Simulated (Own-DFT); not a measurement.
## Calculated data, Hf36O71 (tetragonal hafnia with one neutral oxygen vacancy, atoms displaced)

A calculation, not a measurement: plane-wave PBE and HSE06 DFT by an unreviewed code, no spin, of a simulated cell at Gamma alone, so results move with cell size and shape, stress positive in tension, energies less offsets, not probed for a lower state with spin; hafnium file: forces about 75 meV/angstrom off all-electron values; oxygen file: force components 24 meV/angstrom off all-electron in a glass; k mesh not checked against a denser one; forces and stress are PBE's, HSE06 gives the energy alone, and its difference from PBE has offsets of its own; offsets are fitted by least squares, one for each functional and potential file, so energies compare only between cells with the same atoms and settings and are not formation energies; the far tail of each file's local potential was reset to the Coulomb form; each entry is a single point on an unrelaxed cell, so the pressure reflects the starting lattice, taken from the Materials Project, from which strain is counted, and rises with the displacements; printed positions are rounded, which can move forces by about a meV/angstrom; the program is a retired in-house code; no spin-orbit coupling. Program: Own-DFT development build.

```json
{"formula": "Hf36O71", "kind": "tetragonal hafnia with one neutral oxygen vacancy, atoms displaced", "structure": {"cell_angstrom": [[10.78, 0.0, 0.0], [0.0, 10.78, 0.0], [0.0, 0.0, 10.4493]], "atoms_fractional": [["Hf", 0.00193, 0.99995, 0.00068], ["Hf", 0.16897, 0.16698, 0.25358], ["O", 0.00186, 0.16405, 0.15282], ["O", 0.16936, 0.00015, 0.34558], ["O", 0.00178, 0.1701, 0.40223], ["O", 0.16671, 0.99956, 0.10026], ["Hf", 0.00133, 0.00062, 0.49885], ["Hf", 0.16539, 0.1686, 0.74473], ["O", 8e-05, 0.16472, 0.65148], ["O", 0.16928, 0.00072, 0.84684], ["O", 0.00235, 0.16948, 0.8998], ["O", 0.17035, 0.00274, 0.59996], ["Hf", 0.99827, 0.33405, 0.00058], ["Hf", 0.16808, 0.49874, 0.25057], ["O", 0.00561, 0.50212, 0.1538], ["O", 0.16752, 0.33338, 0.34459], ["O", 0.99592, 0.49867, 0.40031], ["O", 0.17264, 0.33218, 0.09643], ["Hf", 0.0024, 0.3296, 0.49869], ["Hf", 0.17105, 0.50244, 0.75111], ["O", 0.99545, 0.50344, 0.65636], ["O", 0.16632, 0.33378, 0.84998], ["O", 0.99806, 0.50498, 0.89768], ["O", 0.16947, 0.33715, 0.59958], ["Hf", 0.00281, 0.66114, 0.99792], ["Hf", 0.16796, 0.83747, 0.24591], ["O", 0.00427, 0.82948, 0.15198], ["O", 0.16802, 0.66822, 0.34613], ["O", 0.99877, 0.82764, 0.40136], ["O", 0.16613, 0.67019, 0.09424], ["Hf", 0.00357, 0.66651, 0.50112], ["Hf", 0.16476, 0.83605, 0.74961], ["O", 0.00408, 0.83038, 0.65277], ["O", 0.16833, 0.66541, 0.8478], ["O", 0.99845, 0.83261, 0.90745], ["O", 0.16819, 0.66718, 0.60042], ["Hf", 0.33522, 0.99758, 0.99973], ["Hf", 0.49798, 0.16794, 0.24722], ["O", 0.33508, 0.16782, 0.15416], ["O", 0.5025, 0.00048, 0.34438], ["O", 0.33775, 0.16189, 0.40083], ["O", 0.5009, 0.0013, 0.09577], ["Hf", 0.33321, 0.9988, 0.49841], ["Hf", 0.49942, 0.16622, 0.75026], ["O", 0.33296, 0.16584, 0.65147], ["O", 0.33733, 0.16554, 0.90707], ["O", 0.50414, 0.99757, 0.60081], ["Hf", 0.32572, 0.32818, 0.99713], ["Hf", 0.50271, 0.50089, 0.24906], ["O", 0.33365, 0.49697, 0.15392], ["O", 0.50417, 0.33327, 0.34746], ["O", 0.33478, 0.49714, 0.40214], ["O", 0.5019, 0.335, 0.09831], ["Hf", 0.32681, 0.33265, 0.49754], ["Hf", 0.50102, 0.49878, 0.75063], ["O", 0.32708, 0.50546, 0.65465], ["O", 0.50253, 0.33048, 0.84733], ["O", 0.32966, 0.49895, 0.90242], ["O", 0.49937, 0.33291, 0.5987], ["Hf", 0.33346, 0.66583, 0.00137], ["Hf", 0.50179, 0.83148, 0.25145], ["O", 0.33356, 0.83654, 0.15164], ["O", 0.50165, 0.66553, 0.3449], ["O", 0.33836, 0.83099, 0.39873], ["O", 0.49895, 0.66643, 0.09777], ["Hf", 0.33294, 0.66762, 0.49871], ["Hf", 0.50095, 0.83007, 0.75265], ["O", 0.33225, 0.84036, 0.65344], ["O", 0.50186, 0.66764, 0.85073], ["O", 0.33258, 0.8297, 0.90283], ["O", 0.50076, 0.66523, 0.59732], ["Hf", 0.65933, 0.9997, 0.00213], ["Hf", 0.83512, 0.1687, 0.2448], ["O", 0.66813, 0.16487, 0.15847], ["O", 0.83286, 0.0005, 0.34445], ["O", 0.66549, 0.17041, 0.39757], ["O", 0.83442, 0.999, 0.09926], ["Hf", 0.66574, 0.99804, 0.50217], ["Hf", 0.8343, 0.16963, 0.75178], ["O", 0.66195, 0.1624, 0.64726], ["O", 0.83696, 0.99608, 0.84786], ["O", 0.66865, 0.16474, 0.90073], ["O", 0.83465, 0.99942, 0.59973], ["Hf", 0.66699, 0.33033, 0.99933], ["Hf", 0.83166, 0.49936, 0.24878], ["O", 0.66438, 0.49558, 0.1527], ["O", 0.83074, 0.33569, 0.35131], ["O", 0.66057, 0.49942, 0.39978], ["O", 0.83357, 0.33177, 0.09889], ["Hf", 0.66538, 0.33669, 0.5027], ["Hf", 0.83377, 0.50368, 0.75386], ["O", 0.66577, 0.49893, 0.65396], ["O", 0.8352, 0.33632, 0.84264], ["O", 0.66553, 0.497, 0.90095], ["O", 0.83295, 0.32872, 0.59488], ["Hf", 0.66481, 0.66307, 0.001], ["Hf", 0.8322, 0.83372, 0.25166], ["O", 0.66332, 0.83023, 0.14974], ["O", 0.82993, 0.66827, 0.34882], ["O", 0.66814, 0.83468, 0.40415], ["O", 0.82876, 0.66244, 0.09525], ["Hf", 0.66826, 0.67092, 0.5057], ["Hf", 0.83315, 0.83074, 0.74704], ["O", 0.66559, 0.83251, 0.65314], ["O", 0.83303, 0.66535, 0.84711], ["O", 0.66559, 0.83662, 0.9032], ["O", 0.8325, 0.67416, 0.59368]]}, "settings": {"first_functional": "PBE", "second_functional": "HSE06", "exact_exchange_share": 0.25, "screening [1/bohr]": 0.11, "exchange_divergence": "Gygi-Baldereschi", "potential_files": "PseudoDojo norm-conserving, scalar-relativistic, made for PBE, standard set", "wave_cutoff [hartree]": 48.0, "occupations": "fixed", "k_mesh": "1 x 1 x 1 centred on Gamma"}, "results": {"PBE_energy_of_cell_above_offsets [eV]": "-101.014", "HSE06_less_PBE_above_offsets [eV]": "-0.135", "PBE_pressure [GPa]": 0.84, "PBE_stress_xx [GPa]": -0.97, "PBE_stress_yy [GPa]": -0.12, "PBE_stress_zz [GPa]": -1.42, "PBE_stress_yz [GPa]": -0.52, "PBE_stress_xz [GPa]": 0.59, "PBE_stress_xy [GPa]": -0.03, "force_element": ["Hf", "Hf", "O", "O", "O", "O", "Hf", "Hf", "O", "O", "O", "O", "Hf", "Hf", "O", "O", "O", "O", "Hf", "Hf", "O", "O", "O", "O", "Hf", "Hf", "O", "O", "O", "O", "Hf", "Hf", "O", "O", "O", "O", "Hf", "Hf", "O", "O", "O", "O", "Hf", "Hf", "O", "O", "O", "Hf", "Hf", "O", "O", "O", "O", "Hf", "Hf", "O", "O", "O", "O", "Hf", "Hf", "O", "O", "O", "O", "Hf", "Hf", "O", "O", "O", "O", "Hf", "Hf", "O", "O", "O", "O", "Hf", "Hf", "O", "O", "O", "O", "Hf", "Hf", "O", "O", "O", "O", "Hf", "Hf", "O", "O", "O", "O", "Hf", "Hf", "O", "O", "O", "O", "Hf", "Hf", "O", "O", "O", "O"], "force_x [eV/angstrom]": [-0.806, 0.089, 0.458, -0.278, 0.285, 0.196, -0.593, 0.23, 0.24, -0.21, -0.315, -1.002, 0.794, 0.587, -0.886, 0.12, 0.544, -2.151, -1.45, -1.112, 0.782, 0.089, -0.047, -0.925, -0.424, -0.233, -1.023, 0.129, 0.126, 0.621, -0.267, 0.75, -0.608, -0.23, 0.364, 0.001, -0.428, 1.211, -0.866, -0.101, -0.622, -0.773, 1.015, 0.252, 0.044, 0.145, -1.103, 1.988, -0.383, -0.271, -0.708, -0.338, -0.283, 2.169, -0.372, 1.765, -0.019, 0.286, -0.996, -0.229, -0.341, 0.458, -0.175, -0.223, 0.035, 0.11, -0.402, 0.268, -0.009, 0.447, -0.556, 1.868, -0.942, -0.17, 0.531, 0.236, -0.033, 0.23, -0.788, 0.826, 0.178, -0.136, 0.351, -1.157, 0.032, 0.793, 0.47, 0.524, 0.345, -0.183, -0.076, 0.454, 0.074, 0.02, 0.558, -0.085, 0.338, 0.559, -0.057, -0.143, 0.845, -0.325, 0.25, 0.064, -0.354, -0.458, 0.522], "force_y [eV/angstrom]": [-0.326, -0.407, 0.546, 0.029, -0.989, 0.113, -0.514, -0.494, 0.168, 0.385, -0.037, -0.008, 0.085, 1.009, -0.392, -0.235, 0.035, -0.107, 1.367, 0.098, -0.029, -0.216, -1.637, -0.427, 1.501, -0.926, 0.266, -0.351, 1.408, -0.327, -0.564, -0.446, 0.311, 0.583, -0.267, 0.061, -0.344, 0.655, -0.12, -0.384, 0.97, 0.078, -0.567, -0.514, 0.126, -0.623, -0.075, 1.081, -0.915, 0.415, -0.053, 0.482, -0.471, -0.108, -0.281, -0.256, 0.402, -0.056, 0.423, -0.36, 0.041, -0.056, 0.462, 0.481, -0.147, -0.442, 1.098, -0.494, -0.708, 0.644, 0.11, -0.278, -0.283, 0.104, 0.138, -0.746, 0.047, 1.794, -1.144, 0.29, 0.765, -0.014, -0.223, 0.308, 0.497, 0.272, -0.22, 0.745, 0.112, -0.859, -0.402, 0.248, -0.392, 0.12, -0.127, 0.641, -0.004, 0.174, -0.609, -0.28, -0.161, -0.852, 0.85, -0.22, 0.681, -0.555, -0.176], "force_z [eV/angstrom]": [-0.138, -1.107, -0.23, 0.85, -0.127, -0.258, 0.103, 0.9, -0.297, 0.108, 0.352, -0.703, -0.402, -0.093, -0.608, 0.848, 0.535, 0.502, 0.364, 0.316, -0.548, -0.307, 0.718, -0.122, 0.679, -0.088, 0.384, 0.167, 0.355, 0.268, -0.274, 0.593, -0.232, -0.043, -0.539, -0.504, -0.107, 1.139, -0.295, 0.219, 0.183, -0.146, 0.5, -0.266, 0.119, -0.779, -0.082, 0.344, 0.456, -0.043, -0.189, 0.413, -0.666, -0.036, -0.033, -0.453, -0.179, -0.026, -0.008, -0.056, 0.01, -0.101, 0.388, 0.57, 0.057, -0.069, 0.044, -0.094, -0.35, -0.033, 0.232, -0.406, 1.29, -1.374, 0.452, 1.086, -0.346, -0.642, -0.562, 1.019, -0.467, 0.064, -0.556, 0.288, 0.851, -0.533, -0.884, 0.611, -0.285, -1.189, -0.829, -0.087, 0.957, 0.262, 0.348, -0.157, -0.614, 0.414, -0.469, -0.196, 0.119, -1.458, 0.703, 0.008, 0.015, -0.217, 0.691]}}
```
